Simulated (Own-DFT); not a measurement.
# A layer strained by its substrate: wurtzite AlGaN with randomly placed atoms, 96 atoms (Al36Ga12N48)

Everything here is calculated. The program is Own-DFT (plane waves, in-house, since retired, never reviewed by a person); positions were held fixed, and spin and spin-orbit coupling were off.

All runs used: PBE; PseudoDojo norm-conserving scalar-relativistic files (stringent for Ga); cutoff 96 hartree; 3 x 4 x 3 k mesh centred on Gamma; Gaussian smearing of 0.01 eV.

Known weak points: k mesh not checked against a denser one; stress not checked against mesh or cutoff.

Unstrained cell vectors in Å: (12.525, 0.000, 0.000); (-4.697, 8.135, 0.000); (0.000, 0.000, 10.066). The unstrained cell has measured lattice constants (interpolated for alloys), not those of this functional. That, the random moves and any unrelaxed bonds set the pressure at no strain. Each run strains x and y alike by e, as a substrate would, and holds the height along z. All atoms carry random offsets, Gaussian with a width of 0.05 Å per axis. The random placing of the alloy's atoms differs from row to row. Stress is positive in tension.

| e (%) | u (Å) | (s_xx + s_yy)/2 (GPa) | s_zz (GPa) |
|---|---|---|---|
| -3.00 | 0.049 | -25.37 | -13.03 |
| -1.25 | 0.050 | -14.68 | -7.14 |
| -0.50 | 0.052 | -9.26 | -7.43 |
| -0.25 | 0.048 | -8.03 | -5.42 |
| 0.50 | 0.049 | ? | ? |
| 1.50 | 0.046 | 1.91 | -3.93 |
| 2.00 | 0.051 | 4.00 | -5.13 |
| 2.25 | 0.051 | 5.40 | -4.14 |
| 2.50 | 0.046 | 6.47 | -2.86 |
| 3.00 | 0.053 | 8.51 | -4.37 |

## Working it out

With e as a fraction, the in-plane stress is -6.6 + 572 e - 2034 e² GPa (errors 6 and 359, scatter 0.34), and s_zz is -5.6 + 145 e - 3245 e² GPa (slope ± 16, scatter 0.88). At e = 0 the first slope is C11 + C12 and the second 2 C13, both with the ions held to the strained lattice and at the cell's own pressure. The term in e² is negative: the layer stiffens under compression and softens under tension. A free layer would change its height as e changes, and the in-plane slope would drop by 2 C13²/C33 to the biaxial modulus. At fixed height, a misfit of 1 % moves the in-plane stress by about 5.7 GPa and s_zz by 1.4 GPa.

## Check

Q: what are the two stresses at e = 0.50 %?

From the fit: -3.8 and -4.9 GPa. The calculation gave -2.53 and -6.15 GPa. That is outside the usual scatter, by luck or through something left out of the fit.
